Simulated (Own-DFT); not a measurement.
# Point defects and the pressure they add: B20 RuSi

Everything here is calculated. The program is Own-DFT (plane waves, in-house, since retired, never reviewed by a person); positions were held fixed, and spin and spin-orbit coupling were off.

Method: PBE; PseudoDojo norm-conserving scalar-relativistic files; cutoff 50 hartree; 5 x 4 x 5 k mesh centred on Gamma; cold (Marzari-Vanderbilt) smearing of 0.2 eV.

Caveats (not all hold for every row): not probed for a lower state with spin; forces on such cells failed a check on a denser k mesh; stress not checked against mesh or cutoff.

All runs share one cell, with vectors in Å (4.709, 0.000, 4.709); (0.000, 9.417, 0.000); (-4.709, 0.000, 4.709) and a volume of 417.6 Å³. u is the rms random offset of the atoms per axis. The defect's site can differ from row to row.

| cell | formula | u (Å) | P (GPa) |
|---|---|---|---|
| no defect | Ru16Si16 | 0.0208 | 4.80 |
| no defect | Ru16Si16 | 0.0212 | 4.94 |
| no defect | Ru16Si16 | 0.0434 | 6.17 |
| one Si on a Ru site | Ru15Si17 | 0.0290 | 5.79 |
| one Si on a Ru site | Ru15Si17 | 0.0480 | 6.71 |
| one Si on a Ru site | Ru15Si17 | 0.0521 | 6.70 |
| one Ru vacancy | Ru15Si16 | 0.0264 | 2.78 |
| one Ru vacancy | Ru15Si16 | 0.0278 | 2.73 |
| one Ru vacancy | Ru15Si16 | 0.0447 | ? |
| one Ru vacancy | Ru15Si16 | 0.0491 | 3.89 |
| one Ru on a Si site | Ru17Si15 | 0.0286 | 8.45 |
| one Ru on a Si site | Ru17Si15 | 0.0308 | 8.44 |
| one Ru on a Si site | Ru17Si15 | 0.0503 | 9.46 |
| one Si vacancy | Ru16Si15 | 0.0297 | 2.35 |
| one Si vacancy | Ru16Si15 | 0.0323 | 1.62 |
| one Si vacancy | Ru16Si15 | 0.0467 | 2.84 |

## Working it out

P = P0 + c u² + a shift for each defect gives P0 = 4.70 GPa, c = 657 ± 85 GPa/Å² and a scatter of 0.24 GPa. The shifts, and each times the cell's volume:

- one Ru on a Si site: 3.15 ± 0.20 GPa, 8.2 eV
- one Si on a Ru site: 0.42 ± 0.22 GPa, 1.1 eV (not resolved)
- one Ru vacancy: -2.42 ± 0.20 GPa, -6.3 eV
- one Si vacancy: -3.33 ± 0.20 GPa, -8.7 eV

Positive is outwards. The product with the volume (160.2 GPa Å³ to the eV) is nearly free of the cell's size; divided by the bulk modulus at the cell's pressure it gives the volume that the defect adds. The atoms around the defects weren't relaxed, which would change these numbers.

## Check

The question: what pressure belongs in the blank (one Ru vacancy, u = 0.0447 Å)?

Estimate: 3.59 ± 0.28 GPa. The calculation gave 3.74 GPa.
